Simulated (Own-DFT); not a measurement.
## Calculated data, InAs (zincblende, strongly disordered by large displacements), GaP (zincblende, strongly disordered by large displacements)

All values are calculated (Own-DFT development build). A calculation, not a measurement: plane-wave PBE density functional theory by an unreviewed code, no spin, of a simulated periodic cell, stress positive in tension, free energy of the whole cell less one offset for each atom, forces on such cells passed a denser k mesh, this cell's mesh not checked; broken bonds can close the gap or carry spin, so checks made on this kind of crystal may not hold here; offsets are fitted by least squares, one for each functional and potential file, so energies compare only between cells with the same atoms and settings and are not formation energies; the far tail of each file's local potential was reset to the Coulomb form; each entry is a single point on an unrelaxed cell, so the pressure reflects the starting lattice, mostly measured values (interpolated for alloys), from which strain is counted, and rises with the displacements; printed positions are rounded, which can move forces by about a meV/angstrom; the program, named Own-DFT, is a retired in-house code; no spin-orbit coupling.

Settings shared by all entries: functional PBE; potential files PseudoDojo norm-conserving, scalar-relativistic, standard set; wave cutoff 42 hartree; occupations Fermi-Dirac; smearing width 0.1 eV; k mesh 3 x 3 x 3 centred on Gamma.

(1) InAs (zincblende, strongly disordered by large displacements)

```xyz
64
Lattice="12.1166 0.0000 0.0000 0.0000 12.1166 0.0000 0.0000 0.0000 12.1166" Properties=species:S:1:pos:R:3 InAs
In     0.0922    12.0195     0.1590
In    12.0725     2.7319     2.8135
In     3.2432     0.0778     3.2045
In     3.1632     3.0564    12.0336
As     1.2763     1.6203     1.4273
As     1.4555     4.8431     4.8006
As     4.7672     1.8633     4.7871
As     4.3846     4.8227     1.3578
In    11.9773    11.8556     5.7662
In    11.7987     3.1502     9.1289
In     2.9316    11.9669     9.1316
In     2.9329     3.0960     5.8753
As     1.7678     1.6319     7.3975
As     1.5812     4.7019    10.8899
As     4.4178     1.8173    10.3491
As     4.3991     4.6701     7.5246
In     0.0899     6.1113     0.0988
In     0.0379     9.3612     3.1499
In     2.9783     6.0933     2.7269
In     3.1999     9.1451    12.0594
As     1.3922     7.4983     1.4501
As     1.5060    10.6520     4.2462
As     4.3939     7.6640     4.4356
As     4.7873    10.6659     1.2039
In     0.1178     6.4115     6.1253
In    12.0382     9.3428     9.0041
In     2.8937     5.9488     8.8661
In     2.9262     9.4198     5.8446
As     1.6360     7.3100     7.4388
As     1.4672    10.7974    10.6991
As     4.4179     7.3587    10.7994
As     4.7991    10.4138     7.5123
In     5.9067     0.1104    12.0900
In     5.8205     2.7024     3.1294
In     9.2320     0.2724     3.1335
In     9.0044     2.5525     0.3355
As     7.5415     1.2650     1.4393
As     7.1836     4.5925     4.2644
As    10.6183     1.2081     4.4618
As    10.6858     4.3852     1.0878
In     5.9574     0.2134     6.1924
In     5.9383     2.6955     8.8374
In     9.2380    11.7838     9.2221
In     9.1444     3.1329     5.6989
As     7.7800     1.7708     7.8847
As     7.6339     4.6251    10.7022
As    10.3224     1.3427    10.6111
As    10.3789     4.7764     7.6148
In     5.9022     6.2100    11.9997
In     5.7413     9.0158     3.2448
In     8.9199     6.0986     3.1757
In     8.8311     9.3124     0.1029
As     7.8654     7.9203     1.5452
As     7.6122    10.5714     4.2642
As    10.3531     7.3660     4.5590
As    10.7404    10.5472     1.7428
In     6.4299     6.1813     6.3038
In     6.4121     9.1405     9.0998
In     9.1164     5.7914     9.1030
In     9.1469     8.7753     5.9530
As     7.5704     7.4690     7.7102
As     7.6634    10.5077    10.3625
As    10.4353     7.5308    10.3874
As    10.5707    10.6310     7.8390
```

It was run with hardware one NVIDIA H200.

It finds free energy of cell above offsets 2.169 eV; pressure 9.69 GPa; stress xx -10.47 GPa; stress yy -8.71 GPa; stress zz -9.88 GPa; stress yz -0.76 GPa; stress xz 1.01 GPa; stress xy -1.05 GPa; wall time 1122 s.

Force:
```csv
element,x (eV/Å),y (eV/Å),z (eV/Å)
In,-2.137,0.337,-0.191
In,-2.885,4.297,3.629
In,0.51,1.009,-1.666
In,-1.231,0.392,1.262
As,5.711,-2.004,-2.181
As,0.365,-1.571,-3.035
As,-4.095,-3.661,4.067
As,2.227,-3.3,0.008
In,1.345,-0.13,3.167
In,1.17,-0.234,0.342
In,1.418,1.08,-1.668
In,0.009,1.979,0.215
As,-2.481,-1.955,1.486
As,-0.13,-1.157,-2.749
As,-0.971,-3.277,1.812
As,2.543,-1.611,-1.349
In,-2.626,0.277,-2.163
In,-1.459,-5.855,-1.243
In,-1.414,0.731,3.182
In,-1.611,-0.013,0.04
As,0.853,3.769,1.61
As,2.282,2.447,2.208
As,-2.189,-2.987,2.587
As,-2.109,-2.225,3.654
In,-5.154,-2.274,-2.187
In,2.891,-3.721,2.469
In,0.423,-0.64,3.808
In,1.102,-1.842,1.512
As,1.934,6.372,1.876
As,0.416,-2.444,-0.413
As,-2.526,3.013,-4.556
As,-1.591,0.814,0.244
In,1.037,1.987,-3.868
In,3.613,3.607,-7.284
In,-5.031,-4.769,-4.661
In,2.403,4.149,-3.271
As,-2.778,-1.322,3.463
As,0.838,-0.046,1.099
As,3.33,5.707,3.691
As,-1.284,-0.472,2.325
In,2.343,-1.218,0.612
In,-0.789,4.364,-0.026
In,-1.79,3.893,0.223
In,-0.522,0.334,0.985
As,3.106,-2.426,-2.851
As,-1.313,-1.584,0.976
As,2.029,0.787,0.951
As,3.955,-3.045,-5.035
In,5.093,-1.993,2.339
In,3.507,2.703,-3.136
In,-0.54,-1.566,-3.118
In,3.609,1.683,-2.666
As,-3.898,-3.822,3.385
As,-0.17,0.367,1.579
As,4.381,0.348,-0.474
As,-2.733,1.891,-2.567
In,-4.136,-3.259,-3.452
In,-3.94,-3.021,-1.286
In,-3.121,2.622,3.345
In,-2.187,3.114,2.077
As,3.413,2.31,1.98
As,-0.64,2.383,4.356
As,1.222,1.277,1.531
As,0.4,-0.603,-7.003
```

(2) GaP (zincblende, strongly disordered by large displacements)

```xyz
64
Lattice="10.9010 0.0000 0.0000 0.0000 10.9010 0.0000 0.0000 0.0000 10.9010" Properties=species:S:1:pos:R:3 GaP
Ga    10.5589    10.5279     0.0035
Ga     0.0167     2.5407     2.9236
Ga     2.7473    10.6384     2.8853
Ga     2.6016     2.6035    10.8514
P      1.1590     1.3849     1.3731
P      1.3601     4.3361     3.9942
P      4.1877     1.5959     4.0576
P      4.0089     4.0397     1.5107
Ga     0.0503     0.1148     5.4387
Ga    10.8798     3.0355     7.8846
Ga     2.9500    10.7750     8.0294
Ga     2.8296     2.4439     5.3387
P      1.2602     0.9735     6.6232
P      1.4263     4.0147     9.4083
P      4.0115     1.6187     9.1106
P      3.9507     4.2655     6.6733
Ga    10.8123     5.0121    10.8500
Ga    10.8419     8.1597     2.5995
Ga     2.7687     5.6379     2.8956
Ga     2.7575     7.8662     0.0676
P      1.1104     6.6949     1.5346
P      1.1407     9.5531     3.7669
P      3.8892     6.9347     4.4441
P      4.0949     9.2114     1.8932
Ga     0.0311     5.2318     5.2836
Ga     0.0278     8.0400     8.0991
Ga     2.6202     5.5034     8.0957
Ga     2.5295     8.5237     5.8014
P      1.7379     6.9093     7.0358
P      1.3505     9.7798     9.6690
P      4.3332     7.1484     9.9600
P      4.1339     9.3414     6.7184
Ga     5.4258     0.1060    10.7481
Ga     5.3390     2.6155     2.9445
Ga     8.1427     0.2688     2.7587
Ga     8.1965     3.1024    10.7635
P      6.7080     1.3052     1.4761
P      6.7081     4.0908     4.0693
P      9.4437     1.0896     3.8202
P      9.6881     3.8826     1.0274
Ga     5.8844    10.6598     5.3347
Ga     5.3986     2.4492     7.8821
Ga     8.0617    10.7184     8.1027
Ga     7.9100     2.8457     5.5883
P      6.7745     1.6259     6.6570
P      7.0491     3.8943     9.3552
P      9.6080     1.5054     9.4763
P      9.3461     3.7197     6.8878
Ga     5.5398     5.4867    10.4533
Ga     5.6217     8.2975     2.6643
Ga     8.3318     5.5105     2.7321
Ga     8.1053     8.0674     0.0288
P      6.8776     6.8545     1.3418
P      6.7474     9.4836     3.9031
P      9.6160     6.7578     4.1919
P      9.4757     9.5757     1.2381
Ga     5.6704     5.4295     5.5559
Ga     5.7637     8.3900     8.3407
Ga     8.1821     5.4743     8.0717
Ga     7.9012     8.2992     5.6642
P      6.9039     6.8035     7.0393
P      6.9501     9.7099     9.5239
P      9.3249     6.8446     9.6403
P      9.7272     9.4197     6.8632
```

Here we set hardware one NVIDIA H100.

The calculation gives: free energy of cell above offsets 2.007 eV; pressure 11.19 GPa; stress xx -14.18 GPa; stress yy -8.63 GPa; stress zz -10.77 GPa; stress yz 0.93 GPa; stress xz 0.77 GPa; stress xy -1.76 GPa; wall time 558 s.

Force:
```csv
element,x (eV/Å),y (eV/Å),z (eV/Å)
Ga,4.795,6.551,-5.148
Ga,0.378,1.909,-0.802
Ga,0.988,3.478,-1.045
Ga,0.639,0.365,1.073
P,1.291,-2.166,-0.65
P,1.135,-4.745,-0.606
P,-3.086,-8.333,3.12
P,0.389,0.555,-1.534
Ga,-5.757,-4.912,-5.846
Ga,4.872,-4.562,3.842
Ga,-1.475,0.25,0.815
Ga,-3.211,2.632,2.457
P,6.037,5.983,5.367
P,-0.211,0.75,-0.437
P,-2.243,-2.76,4.238
P,1.018,-1.752,0.35
Ga,4.077,6.298,-3.64
Ga,-2.082,-0.129,0.217
Ga,0.859,0.409,-1.298
Ga,-4.817,2.923,3.255
P,2.057,-1.683,-2.746
P,-0.203,0.097,4.354
P,1.728,0.095,-0.558
P,-4.849,3.117,-5.658
Ga,-2.135,1.515,3.042
Ga,0.556,-0.263,2.536
Ga,3.441,-3.494,3.591
Ga,-2.826,-1.676,-4.795
P,-5.141,2.421,-2.799
P,1.662,-2.358,-1.168
P,2.178,-0.526,-4.873
P,5.235,2.801,2.109
Ga,-1.013,0.104,0.816
Ga,4.411,4.519,-6.042
Ga,-5.504,-5.739,-5.368
Ga,0.61,-5.368,1.957
P,-0.622,1.929,-1.722
P,1.67,0.757,-0.773
P,5.972,5.188,7.688
P,-2.524,-2.373,8.511
Ga,-3.671,3.428,2.981
Ga,-0.5,5.193,0.507
Ga,3.622,3.557,-2.109
Ga,2.468,1.654,-5.36
P,-0.107,-8.03,0.553
P,-5.325,2.671,-3.808
P,-0.684,-1.115,-0.26
P,-2.023,5.325,-2.916
Ga,1.177,-2.733,2.465
Ga,1.969,-5.998,0.977
Ga,-0.184,-0.762,-0.715
Ga,0.194,2.227,0.261
P,-1.049,-1.891,0.883
P,5.04,0.205,0.594
P,-1.041,1.375,0.261
P,-5.347,-4.389,5.938
Ga,-2.047,1.217,-0.006
Ga,-2.849,-1.962,-0.939
Ga,2.158,-1.41,1.836
Ga,2.278,-0.156,-1.207
P,-2.283,0.953,-1.65
P,-0.91,-0.66,3.426
P,2.968,-1.941,-1.979
P,-2.152,1.432,-1.561
```
